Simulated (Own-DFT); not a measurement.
GaN (wurtzite, strained, atoms displaced), GaN (wurtzite, atoms displaced) (calculated)

A calculation, not a measurement: plane-wave PBE density functional theory by an unreviewed code, no spin, of a simulated periodic cell, stress positive in tension, free energy of the whole cell less one offset for each atom, forces on such cells passed a denser k mesh, this cell's mesh not checked; offsets are fitted by least squares, one for each functional and potential file, so energies compare only between cells with the same atoms and settings and are not formation energies; the far tail of each file's local potential was reset to the Coulomb form; each entry is a single point on an unrelaxed cell, so the pressure reflects the starting lattice, mostly measured values (interpolated for alloys), from which strain is counted, and rises with the displacements; printed positions are rounded, which can move forces by about a meV/angstrom; the program, named Own-DFT, is a retired in-house code; no spin-orbit coupling. Program: Own-DFT development build.

Settings shared by all entries: functional PBE; k mesh 3 x 4 x 3 centred on Gamma.

(1) GaN (wurtzite, strained, atoms displaced)

```
cell vectors (Å)
  12.7560     0.0957     0.0000
  -4.7214     8.2494     0.0000
   0.0000     0.0000    10.3700
atoms (fractions of the cell vectors)
Ga  0.08418  0.22417  0.00744
Ga  0.16747  0.10724  0.25963
N   0.08093  0.21714  0.18587
N   0.16560  0.10822  0.44200
Ga  0.08096  0.21093  0.49647
Ga  0.15904  0.09426  0.75062
N   0.07815  0.21965  0.68430
N   0.16423  0.10609  0.93427
Ga  0.08747  0.56060  0.99908
Ga  0.16121  0.43917  0.25122
N   0.08428  0.56666  0.19078
N   0.16225  0.45010  0.43324
Ga  0.08822  0.55934  0.49369
Ga  0.16619  0.44163  0.74946
N   0.08183  0.55362  0.69914
N   0.16678  0.44432  0.94088
Ga  0.08139  0.87753  0.98910
Ga  0.15880  0.77350  0.25541
N   0.08335  0.88536  0.18903
N   0.17548  0.78694  0.43880
Ga  0.07356  0.87976  0.50349
Ga  0.16590  0.78590  0.74931
N   0.08745  0.89248  0.68620
N   0.16060  0.77310  0.93910
Ga  0.33021  0.21751  0.99975
Ga  0.41814  0.10574  0.24491
N   0.33472  0.22875  0.18377
N   0.41276  0.11231  0.44332
Ga  0.34140  0.23431  0.50774
Ga  0.41320  0.11260  0.74267
N   0.33347  0.21641  0.69136
N   0.41882  0.11613  0.93829
Ga  0.33209  0.55632  0.00690
Ga  0.41747  0.44457  0.25565
N   0.33729  0.55867  0.19323
N   0.41619  0.44727  0.44479
Ga  0.33454  0.55934  0.49133
Ga  0.42463  0.44579  0.75034
N   0.33260  0.55013  0.68759
N   0.41678  0.45031  0.93970
Ga  0.33507  0.89195  0.99717
Ga  0.41202  0.77375  0.24539
N   0.33336  0.89427  0.18533
N   0.41439  0.77804  0.44150
Ga  0.32815  0.88405  0.48854
Ga  0.41936  0.77746  0.76205
N   0.33227  0.88020  0.69495
N   0.41020  0.77500  0.94153
Ga  0.58874  0.22998  0.98928
Ga  0.65966  0.09861  0.24994
N   0.58795  0.22535  0.18956
N   0.66727  0.11553  0.43639
Ga  0.59280  0.22332  0.50611
Ga  0.66535  0.10791  0.75496
N   0.58371  0.22205  0.68902
N   0.67340  0.11965  0.94066
Ga  0.59068  0.56434  0.99603
Ga  0.66526  0.44839  0.25512
N   0.58332  0.55618  0.18745
N   0.66640  0.43536  0.43106
Ga  0.58890  0.54649  0.50339
Ga  0.67000  0.44513  0.74807
N   0.58331  0.55609  0.68084
N   0.66072  0.43730  0.93820
Ga  0.58598  0.89386  0.99831
Ga  0.66145  0.77347  0.24805
N   0.58685  0.89649  0.18776
N   0.66527  0.77038  0.43676
Ga  0.58302  0.88837  0.50224
Ga  0.66220  0.77360  0.75323
N   0.57731  0.88605  0.69034
N   0.67050  0.78173  0.93751
Ga  0.83534  0.22612  0.98980
Ga  0.91224  0.10747  0.24844
N   0.83570  0.21551  0.18549
N   0.92193  0.10825  0.43355
Ga  0.84005  0.22637  0.51127
Ga  0.91447  0.10917  0.74903
N   0.82600  0.21790  0.68722
N   0.91524  0.10500  0.93867
Ga  0.82836  0.55399  0.00051
Ga  0.91785  0.44539  0.24609
N   0.83890  0.55792  0.17813
N   0.91900  0.44274  0.43663
Ga  0.83377  0.55459  0.50362
Ga  0.90754  0.44199  0.75210
N   0.82840  0.56241  0.69167
N   0.91879  0.43702  0.94770
Ga  0.83700  0.89267  0.99805
Ga  0.91616  0.77399  0.25055
N   0.83539  0.89434  0.18774
N   0.91566  0.77610  0.43683
Ga  0.83879  0.89600  0.50598
Ga  0.91719  0.78128  0.74941
N   0.83195  0.87850  0.68852
N   0.92532  0.78698  0.94053
```

It was run with potential files PseudoDojo norm-conserving, scalar-relativistic, standard set with the stringent files for Ga, wave cutoff 96 hartree, occupations Gaussian and smearing width 0.01 eV.

It finds free energy of cell above offsets -4.833 eV; pressure 7.02 GPa; stress xx -6.09 GPa; stress yy -7.6 GPa; stress zz -7.37 GPa; stress yz -0.33 GPa; stress xz -0.02 GPa; stress xy 2.94 GPa.

Force:
| element | x (eV/Å) | y (eV/Å) | z (eV/Å) |
| --- | --- | --- | --- |
| Ga | 0.157 | -0.558 | -1.706 |
| Ga | 0.16 | 0.081 | -1.673 |
| N | 0.267 | 0.336 | 1.613 |
| N | 0.946 | -0.185 | 0.452 |
| Ga | -0.22 | 1.866 | 0.504 |
| Ga | -0.14 | 3.756 | 0.164 |
| N | 0.502 | -0.472 | 0.338 |
| N | 0.005 | 0.07 | 0.626 |
| Ga | -0.224 | -0.927 | 0.457 |
| Ga | 0.17 | 0.41 | -0.886 |
| N | 0.808 | -1.905 | -0.659 |
| N | 2.147 | -1.471 | 0.51 |
| Ga | -1.32 | 0.366 | 1.801 |
| Ga | 0.475 | 0.115 | 0.128 |
| N | -1.147 | 0.271 | -1.461 |
| N | 0.243 | -0.128 | 0.14 |
| Ga | -0.108 | 2.4 | 2.751 |
| Ga | 1.071 | 1.56 | -0.663 |
| N | -0.737 | 0.655 | -0.31 |
| N | -3.178 | -1.84 | -0.06 |
| Ga | 1.639 | 1.125 | -1.029 |
| Ga | 1.993 | -1.775 | 0.282 |
| N | -1.555 | -2.002 | -0.443 |
| N | 2.054 | 0.505 | -0.866 |
| Ga | -0.234 | 0.878 | -0.391 |
| Ga | -0.409 | 1.863 | 0.883 |
| N | -0.021 | -0.809 | 1.198 |
| N | 1.374 | 0.194 | -0.692 |
| Ga | -0.754 | -1.647 | -0.634 |
| Ga | 1.714 | -1.635 | 1.061 |
| N | -1.82 | 1.164 | -0.079 |
| N | 0.444 | -0.432 | -0.61 |
| Ga | 0.193 | -0.564 | -0.603 |
| Ga | 0.275 | -0.347 | -0.511 |
| N | -0.838 | -0.964 | -0.12 |
| N | 1.085 | 0.167 | -0.9 |
| Ga | -0.846 | -0.4 | 1.73 |
| Ga | -1.917 | -0.54 | 0.288 |
| N | 0.13 | 0.379 | -0.074 |
| N | 0.971 | -0.179 | -0.131 |
| Ga | -1.141 | 0.422 | 0.206 |
| Ga | 0.233 | 1.36 | 0.735 |
| N | -0.12 | -1.534 | 0.141 |
| N | 0.892 | 0.469 | -1.293 |
| Ga | 1.904 | 2.105 | 2.52 |
| Ga | -1.164 | -1.208 | -2.013 |
| N | -0.503 | 0.905 | -0.854 |
| N | 1.632 | 0.471 | 0.943 |
| Ga | -0.977 | -2.211 | 2.42 |
| Ga | 0.775 | 3.341 | 0.314 |
| N | -0.462 | -0.033 | -0.778 |
| N | 1.703 | -1.109 | 0.657 |
| Ga | -1.965 | -0.811 | -0.996 |
| Ga | -0.577 | -0.323 | -0.591 |
| N | 0.179 | 0.28 | 0.582 |
| N | -0.676 | -1.242 | -0.772 |
| Ga | -1.509 | -1.327 | 0.901 |
| Ga | 1.034 | -0.705 | -2.326 |
| N | -0.111 | -0.001 | -0.255 |
| N | 0.458 | 0.961 | 2.304 |
| Ga | -1.26 | 1.005 | -1.63 |
| Ga | -1.518 | -0.515 | 0.455 |
| N | 0.842 | -0.123 | 1.887 |
| N | 0.781 | 2.729 | -1.184 |
| Ga | -0.501 | -0.142 | 0.484 |
| Ga | 0.956 | 0.85 | 0.359 |
| N | -0.585 | -2.766 | -0.883 |
| N | 0.195 | 0.657 | 0.607 |
| Ga | -0.036 | -0.13 | -0.531 |
| Ga | 0.302 | 0.37 | -1.084 |
| N | 1.175 | 0.384 | 0.358 |
| N | -0.149 | 0.126 | 0.006 |
| Ga | 1.044 | -1.588 | 2.409 |
| Ga | 0.815 | 0.332 | -0.025 |
| N | -1.647 | 1.076 | -0.224 |
| N | -1.422 | 0.185 | 0.987 |
| Ga | -0.284 | -0.581 | -3.083 |
| Ga | 0.474 | -0.081 | 0.442 |
| N | 0.493 | 0.262 | 1.549 |
| N | 0.095 | 1.262 | -0.859 |
| Ga | 0.985 | 0.224 | -0.998 |
| Ga | -0.07 | -1.191 | -0.16 |
| N | -1.285 | -0.235 | 2.134 |
| N | -0.427 | 0.531 | 0.538 |
| Ga | 0.115 | -0.215 | -0.962 |
| Ga | 1.711 | 0.598 | 0.478 |
| N | 1.475 | -0.446 | -0.492 |
| N | -1.197 | 2.324 | -1.833 |
| Ga | 0.107 | -0.313 | 0.962 |
| Ga | -0.183 | 0.744 | -0.937 |
| N | -0.14 | -1.841 | -0.188 |
| N | -0.243 | -0.609 | 0.569 |
| Ga | -0.962 | -1.165 | -1.424 |
| Ga | 0.932 | -0.092 | 1.005 |
| N | -1.475 | 1.338 | 0.267 |
| N | -2.078 | -2.155 | -1.271 |

(2) GaN (wurtzite, strained, atoms displaced)

```
cell vectors (Å)
  12.7560     0.0957     0.0000
  -4.7214     8.2494     0.0000
   0.0000     0.0000    10.3700
atoms (fractions of the cell vectors)
Ga  0.08138  0.21894  0.00343
Ga  0.16875  0.10942  0.25632
N   0.09305  0.23603  0.18284
N   0.16639  0.10873  0.43851
Ga  0.07166  0.20835  0.50117
Ga  0.17428  0.11208  0.75669
N   0.08316  0.21672  0.68443
N   0.16995  0.11804  0.93632
Ga  0.08142  0.54991  0.99895
Ga  0.17276  0.45113  0.24817
N   0.08469  0.55629  0.18431
N   0.16167  0.44616  0.43193
Ga  0.07908  0.55315  0.49934
Ga  0.16878  0.45103  0.75854
N   0.07838  0.55029  0.69371
N   0.17016  0.45442  0.94002
Ga  0.08588  0.89902  0.00093
Ga  0.15766  0.77677  0.25226
N   0.08611  0.88687  0.19330
N   0.16694  0.77835  0.43218
Ga  0.08905  0.88532  0.50528
Ga  0.16862  0.78411  0.75684
N   0.08171  0.89418  0.69436
N   0.15898  0.76912  0.93797
Ga  0.34198  0.22189  0.00103
Ga  0.40758  0.11201  0.24112
N   0.33155  0.22933  0.18946
N   0.41855  0.09906  0.43291
Ga  0.32890  0.21963  0.51080
Ga  0.41156  0.10694  0.75231
N   0.34239  0.23091  0.69071
N   0.41624  0.11609  0.94087
Ga  0.33999  0.55652  0.00662
Ga  0.41706  0.44900  0.25518
N   0.32771  0.55420  0.18792
N   0.41949  0.45547  0.44257
Ga  0.33370  0.56458  0.49726
Ga  0.42057  0.43817  0.74620
N   0.33689  0.55819  0.69212
N   0.41177  0.43538  0.93883
Ga  0.33068  0.87991  0.00348
Ga  0.41347  0.78450  0.24796
N   0.33659  0.88226  0.18294
N   0.41847  0.77857  0.43941
Ga  0.33491  0.88500  0.49840
Ga  0.42182  0.77111  0.75010
N   0.34240  0.89926  0.68323
N   0.41645  0.78126  0.93997
Ga  0.58217  0.22106  0.99868
Ga  0.66188  0.11050  0.24240
N   0.58695  0.22351  0.19068
N   0.67003  0.11801  0.44413
Ga  0.58585  0.21574  0.50272
Ga  0.66760  0.10577  0.74306
N   0.58179  0.22766  0.69300
N   0.66426  0.10205  0.93518
Ga  0.58703  0.56350  0.99951
Ga  0.66408  0.45468  0.25096
N   0.58422  0.56271  0.18944
N   0.67146  0.45401  0.43587
Ga  0.58359  0.54817  0.50133
Ga  0.66542  0.44016  0.74854
N   0.57849  0.55418  0.68223
N   0.66663  0.44374  0.95552
Ga  0.58486  0.88259  0.00184
Ga  0.66790  0.77305  0.25061
N   0.58206  0.88786  0.18668
N   0.66542  0.77968  0.43701
Ga  0.58876  0.89342  0.49669
Ga  0.66572  0.78086  0.75287
N   0.57748  0.88924  0.69099
N   0.66868  0.77538  0.94260
Ga  0.82589  0.21654  0.99870
Ga  0.91388  0.10042  0.25014
N   0.82867  0.21912  0.19097
N   0.92097  0.11495  0.43935
Ga  0.83078  0.22016  0.49402
Ga  0.91506  0.10258  0.76312
N   0.84095  0.23111  0.69090
N   0.91474  0.10898  0.94165
Ga  0.83012  0.54612  0.01266
Ga  0.91920  0.44941  0.25022
N   0.82923  0.55171  0.19520
N   0.92992  0.46475  0.44409
Ga  0.83629  0.55486  0.50101
Ga  0.91906  0.44194  0.74028
N   0.83547  0.56111  0.69162
N   0.91729  0.44272  0.94489
Ga  0.82409  0.88512  0.99129
Ga  0.91903  0.78970  0.25534
N   0.83201  0.89045  0.18518
N   0.91653  0.78123  0.43185
Ga  0.83232  0.88540  0.50031
Ga  0.92026  0.77847  0.75201
N   0.82697  0.88018  0.68028
N   0.91139  0.77895  0.94251
```

Here we set potential files PseudoDojo norm-conserving, scalar-relativistic, standard set with the stringent files for Ga, wave cutoff 96 hartree, occupations Gaussian and smearing width 0.01 eV.

The calculation gives: free energy of cell above offsets -4.138 eV; pressure 7.31 GPa; stress xx -7.68 GPa; stress yy -6.61 GPa; stress zz -7.64 GPa; stress yz -0.81 GPa; stress xz 0.12 GPa; stress xy 2.15 GPa.

Force:
| element | x (eV/Å) | y (eV/Å) | z (eV/Å) |
| --- | --- | --- | --- |
| Ga | 0.111 | 1.175 | -0.823 |
| Ga | -0.754 | 0.712 | -0.962 |
| N | -0.545 | -2.254 | 1.439 |
| N | 0.106 | 0.013 | 0.976 |
| Ga | 2.206 | 2.35 | 0.385 |
| Ga | -1.316 | 0.883 | -1.323 |
| N | -0.03 | 0.327 | 1.63 |
| N | 0.569 | -0.307 | 1.14 |
| Ga | -0.662 | 0.257 | 0.382 |
| Ga | -1.67 | -0.594 | 0.386 |
| N | -0.534 | 0.22 | 0.715 |
| N | 1.149 | -0.408 | 1.216 |
| Ga | 2.977 | 1.382 | 1.248 |
| Ga | 0.512 | -0.88 | -1.366 |
| N | 1.331 | 1.902 | -0.99 |
| N | 1.057 | -1.368 | 0.457 |
| Ga | -0.375 | -1.262 | 0.056 |
| Ga | 2.659 | -1.242 | -0.709 |
| N | -1.995 | 1.533 | -1.342 |
| N | 0.639 | -0.205 | 1.601 |
| Ga | -1.359 | 0.395 | -0.358 |
| Ga | 0.554 | -0.807 | -1.199 |
| N | 1.25 | -0.281 | -0.758 |
| N | 0.449 | 1.608 | 0.759 |
| Ga | -2.683 | 0.665 | 0.759 |
| Ga | 2.215 | -0.424 | 1.17 |
| N | 0.224 | -0.193 | -0.241 |
| N | -0.988 | 1.732 | 0.263 |
| Ga | 0.893 | 0.358 | -2.266 |
| Ga | 1.39 | 0.613 | 0.197 |
| N | -1.047 | -2.216 | -0.008 |
| N | 1.556 | -1.973 | -0.594 |
| Ga | -1.135 | -0.179 | -1.211 |
| Ga | -0.254 | 0.248 | -0.063 |
| N | 2.053 | 1.251 | 0.462 |
| N | 0.18 | -1.581 | -0.214 |
| Ga | -0.502 | -1.438 | 0.797 |
| Ga | -1.341 | 2.013 | 1.216 |
| N | -0.389 | -1.01 | -0.705 |
| N | 1.1 | 1.638 | -0.31 |
| Ga | -0.9 | 0.55 | -1.13 |
| Ga | 2.415 | -1.441 | 0.991 |
| N | -3.298 | 1.649 | 0.54 |
| N | 0.494 | 0.69 | -0.751 |
| Ga | -0.648 | 0.199 | -0.128 |
| Ga | -2.003 | 0.542 | 0.721 |
| N | -0.872 | -1.847 | 0.961 |
| N | 1.347 | -0.804 | -0.38 |
| Ga | 0.494 | -0.451 | 0.532 |
| Ga | 1.057 | -0.273 | 1.063 |
| N | -2.268 | 0.611 | -0.583 |
| N | 0.594 | -1.101 | -1.263 |
| Ga | -2.168 | 1.279 | -0.214 |
| Ga | -0.29 | 1.497 | 0.886 |
| N | 0.606 | -1.355 | -0.499 |
| N | -0.372 | 0.317 | -0.131 |
| Ga | -0.482 | -2.19 | 0.458 |
| Ga | 1.291 | -1.504 | -0.101 |
| N | -0.888 | -0.891 | -0.56 |
| N | 0.558 | -1.419 | 0.655 |
| Ga | -0.772 | 1.209 | -0.533 |
| Ga | 0.141 | 1.582 | 1.046 |
| N | 1.269 | 0.696 | 1.707 |
| N | -0.221 | 0.122 | -2.174 |
| Ga | -1.471 | 0.701 | -0.058 |
| Ga | -0.821 | 1.564 | 0.368 |
| N | 0.213 | -0.389 | 0.585 |
| N | 0.854 | -0.37 | 0.172 |
| Ga | -0.863 | -0.563 | 0.385 |
| Ga | 0.142 | -0.822 | -1.06 |
| N | 1.959 | 0.08 | -1.058 |
| N | -1.689 | -0.179 | -1.646 |
| Ga | 0.464 | 0.917 | 0.5 |
| Ga | -0.109 | 2.308 | -0.31 |
| N | 0.726 | 0.18 | 0.132 |
| N | -2.072 | -1.563 | -1.055 |
| Ga | 1.316 | 1.316 | 0.914 |
| Ga | 0.401 | 0.801 | -2.768 |
| N | -0.541 | -2.766 | -0.974 |
| N | -0.007 | -0.013 | 0.673 |
| Ga | 0.47 | 1.091 | -1.151 |
| Ga | 0.313 | -0.605 | 0.041 |
| N | 0.169 | 1.272 | 0.411 |
| N | -2.657 | -3.266 | -1.65 |
| Ga | -1.027 | 0.941 | -0.017 |
| Ga | -1.282 | 1.004 | 2.339 |
| N | -0.138 | -0.83 | -0.471 |
| N | -0.616 | -0.524 | -1 |
| Ga | 2.497 | 0.973 | 1.822 |
| Ga | 0.339 | -1.356 | -1.835 |
| N | 0.065 | -0.707 | -0.336 |
| N | 0.826 | -0.023 | 2.285 |
| Ga | -0.364 | 0.252 | -0.799 |
| Ga | -1.066 | -0.199 | 0.651 |
| N | 0.185 | 0.727 | 2.158 |
| N | 1.1 | -0.272 | -0.172 |

(3) GaN (wurtzite, atoms displaced)

```
cell vectors (Å)
  12.7560     0.0000     0.0000
  -4.7835     8.2853     0.0000
   0.0000     0.0000    10.3700
atoms (fractions of the cell vectors)
Ga  0.07361  0.19156  0.00189
Ga  0.15824  0.10669  0.25350
N   0.07923  0.23046  0.16212
N   0.14770  0.10412  0.43063
Ga  0.09068  0.19051  0.49951
Ga  0.17298  0.11138  0.75410
N   0.08948  0.23472  0.66675
N   0.14558  0.09300  0.96145
Ga  0.08525  0.55125  0.99261
Ga  0.17670  0.44281  0.23603
N   0.06662  0.53028  0.21488
N   0.16056  0.43586  0.43284
Ga  0.09181  0.56996  0.49838
Ga  0.15668  0.43432  0.75970
N   0.06817  0.55660  0.67562
N   0.17181  0.45127  0.93602
Ga  0.08598  0.87038  0.00868
Ga  0.15708  0.78236  0.24833
N   0.09524  0.92029  0.20543
N   0.16083  0.75517  0.42325
Ga  0.07670  0.85865  0.52131
Ga  0.17340  0.75603  0.74923
N   0.09248  0.90732  0.69945
N   0.16070  0.76572  0.92497
Ga  0.32892  0.21844  0.01802
Ga  0.42474  0.12339  0.24125
N   0.32428  0.21643  0.20473
N   0.38132  0.05717  0.44762
Ga  0.33987  0.21236  0.50293
Ga  0.42372  0.13487  0.73705
N   0.33281  0.22109  0.69735
N   0.42014  0.09437  0.93803
Ga  0.32871  0.56912  0.99567
Ga  0.41975  0.46170  0.26398
N   0.33924  0.57040  0.18908
N   0.41034  0.43570  0.43916
Ga  0.32326  0.56167  0.50900
Ga  0.43637  0.44017  0.73687
N   0.32763  0.56534  0.69144
N   0.41826  0.43312  0.90456
Ga  0.33655  0.92727  0.00759
Ga  0.45540  0.80628  0.25224
N   0.32705  0.89240  0.15994
N   0.42585  0.79400  0.43420
Ga  0.33787  0.88329  0.53184
Ga  0.41417  0.79479  0.76321
N   0.34747  0.88092  0.69713
N   0.41269  0.76942  0.93470
Ga  0.57635  0.20597  0.01853
Ga  0.65658  0.09304  0.25506
N   0.58000  0.24201  0.19440
N   0.63762  0.10074  0.41416
Ga  0.59456  0.21337  0.49960
Ga  0.66423  0.11730  0.75743
N   0.58993  0.23473  0.68068
N   0.68213  0.09376  0.92975
Ga  0.59541  0.55687  0.00586
Ga  0.65633  0.45128  0.29083
N   0.60857  0.57615  0.19706
N   0.67360  0.44272  0.44160
Ga  0.59201  0.56896  0.51622
Ga  0.67210  0.42526  0.77758
N   0.57221  0.56371  0.70073
N   0.65395  0.43259  0.93636
Ga  0.60196  0.90872  0.98889
Ga  0.67050  0.79376  0.25242
N   0.59472  0.89228  0.18689
N   0.67700  0.79219  0.44065
Ga  0.58173  0.88125  0.51591
Ga  0.66527  0.78596  0.75023
N   0.58093  0.85558  0.68867
N   0.67024  0.77108  0.94509
Ga  0.83620  0.20422  0.99119
Ga  0.89542  0.12563  0.25076
N   0.80814  0.19625  0.16413
N   0.91137  0.10252  0.43837
Ga  0.83369  0.20588  0.48856
Ga  0.94853  0.12443  0.72871
N   0.83477  0.17988  0.68018
N   0.91886  0.12924  0.91634
Ga  0.83657  0.55368  0.97485
Ga  0.90554  0.43657  0.24689
N   0.84570  0.55859  0.17374
N   0.88597  0.42256  0.42336
Ga  0.83905  0.56515  0.50961
Ga  0.91619  0.42930  0.76117
N   0.82576  0.56958  0.68230
N   0.93639  0.45314  0.93531
Ga  0.83219  0.90559  0.98349
Ga  0.93556  0.78551  0.23539
N   0.83596  0.86828  0.18339
N   0.91404  0.77634  0.43815
Ga  0.83741  0.89242  0.49434
Ga  0.92590  0.80497  0.73548
N   0.85029  0.89102  0.68230
N   0.93983  0.80539  0.92076
```

It was run with potential files PseudoDojo norm-conserving, scalar-relativistic, standard set, wave cutoff 42 hartree, occupations Fermi-Dirac, smearing width 0.1 eV and hardware one NVIDIA H200.

Results for GaN (wurtzite, atoms displaced): free energy of cell above offsets 65.998 eV; pressure 19.22 GPa; stress xx -17.98 GPa; stress yy -16.8 GPa; stress zz -22.88 GPa; stress yz 1.71 GPa; stress xz 1.44 GPa; stress xy 1.43 GPa; wall time 1248 s.

Force:
| element | x (eV/Å) | y (eV/Å) | z (eV/Å) |
| --- | --- | --- | --- |
| Ga | -4.617 | 3.513 | -2.605 |
| Ga | -1.366 | 7.858 | 1.262 |
| N | -0.534 | -0.051 | 6.967 |
| N | 11.94 | -6.874 | -3.861 |
| Ga | -11.04 | 8.72 | 2.914 |
| Ga | -1.06 | 1.74 | 1.985 |
| N | 4.225 | 1.679 | 2.361 |
| N | 7.499 | -1.32 | -3.932 |
| Ga | 2.105 | 1.248 | 3.413 |
| Ga | -2.326 | -0.12 | 1.986 |
| N | 2.256 | 2.824 | -3.355 |
| N | 0.585 | -0.186 | 0.192 |
| Ga | 0.267 | -6.075 | -1.141 |
| Ga | 1.729 | 1.909 | -2.53 |
| N | 1.092 | -0.792 | 1.196 |
| N | -0.751 | -1.924 | 0.509 |
| Ga | -0.939 | 0.961 | -0.571 |
| Ga | 2.526 | -1.239 | -0.913 |
| N | 1.749 | -8.505 | -4.68 |
| N | -0.543 | 4.505 | 2.369 |
| Ga | -0.094 | 1.649 | -3.107 |
| Ga | -1.494 | 1.778 | 0.093 |
| N | 2.067 | -2.577 | -1.754 |
| N | 1.027 | 1.284 | 2.165 |
| Ga | -0.789 | 1.692 | -2.012 |
| Ga | -2.963 | -3.367 | 2.277 |
| N | 1.113 | 1.982 | -0.876 |
| N | 0.423 | 6.773 | -2.716 |
| Ga | -1.814 | -0.031 | -1.202 |
| Ga | 2.086 | -3.009 | 2.417 |
| N | -0.798 | 0.165 | -2.384 |
| N | 0.84 | 10.03 | -5.518 |
| Ga | 2.58 | -1.724 | 0.61 |
| Ga | 0.574 | -0.677 | -2.245 |
| N | 1.483 | 0.781 | -0.692 |
| N | 0.995 | 0.657 | 2.511 |
| Ga | 0.361 | -0.765 | -1.013 |
| Ga | -9.385 | -4.065 | 0.979 |
| N | -0.093 | -0.545 | 0.251 |
| N | -0.466 | -0.368 | 7.752 |
| Ga | -0.86 | -10.34 | -4.574 |
| Ga | -7.838 | -4.572 | 1.415 |
| N | 0.597 | -0.977 | 10.77 |
| N | 0.099 | -1.542 | 0.867 |
| Ga | 0.258 | -3.625 | -4.948 |
| Ga | 8.424 | -6.214 | 2.092 |
| N | -8.269 | 5.27 | -0.354 |
| N | 1.315 | 3.918 | 1.925 |
| Ga | 0.477 | 1.567 | -1.591 |
| Ga | 0.028 | 3.428 | -4.761 |
| N | 2.391 | -0.281 | 0.142 |
| N | 4.257 | -2.734 | 4.738 |
| Ga | -4.011 | 3.046 | 1.118 |
| Ga | 2.238 | -1.339 | -2.716 |
| N | 0.454 | -1.66 | 0.884 |
| N | -3.301 | 5.875 | -1.335 |
| Ga | -2.683 | -0.227 | 0.712 |
| Ga | 0.441 | 0.983 | -11.58 |
| N | -2.855 | -1.42 | -0.604 |
| N | -0.668 | -0.593 | 9.959 |
| Ga | -0.389 | -0.757 | -0.968 |
| Ga | -0.08 | 2.885 | -7.453 |
| N | 9.463 | 5.394 | -3.94 |
| N | 2.208 | -1.216 | 5.061 |
| Ga | -2.051 | -8.574 | 2.666 |
| Ga | 4.454 | -1.61 | 0.434 |
| N | 1.583 | 1.629 | -4.143 |
| N | -1.539 | -1.373 | 0.052 |
| Ga | -0.215 | 0.342 | -2.497 |
| Ga | 6.614 | -2.35 | 2.979 |
| N | -6.837 | 5.088 | -0.502 |
| N | -0.947 | 0.867 | -1.581 |
| Ga | -1.14 | 4.051 | 0.663 |
| Ga | 5.136 | -2.039 | -0.201 |
| N | -0.777 | 1.73 | 2.029 |
| N | 1.249 | 0.847 | -2.081 |
| Ga | -2.156 | 2.455 | 1.759 |
| Ga | -4.758 | -4.146 | 2.718 |
| N | -4.142 | 2.839 | -0.281 |
| N | 4.049 | -2.261 | -0.824 |
| Ga | 0.402 | 1.816 | 2.646 |
| Ga | -0.742 | -0.57 | -0.836 |
| N | -1.538 | 0.711 | -0.739 |
| N | 1.333 | -0.167 | 2.555 |
| Ga | 0.289 | -1.524 | -2.367 |
| Ga | -0.817 | -0.067 | -3.392 |
| N | 0.94 | -1.365 | 3.598 |
| N | -4.395 | -3.013 | -0.118 |
| Ga | 3.267 | -1.065 | 1.563 |
| Ga | -2.943 | -2.42 | 1.459 |
| N | -2.098 | 2.964 | -0.726 |
| N | 1.494 | -0.082 | -0.349 |
| Ga | 0.8 | -0.936 | 0.587 |
| Ga | 4.984 | -4.807 | 3.611 |
| N | -6.997 | 3.053 | -1.916 |
| N | -2.653 | -2.427 | 1.275 |
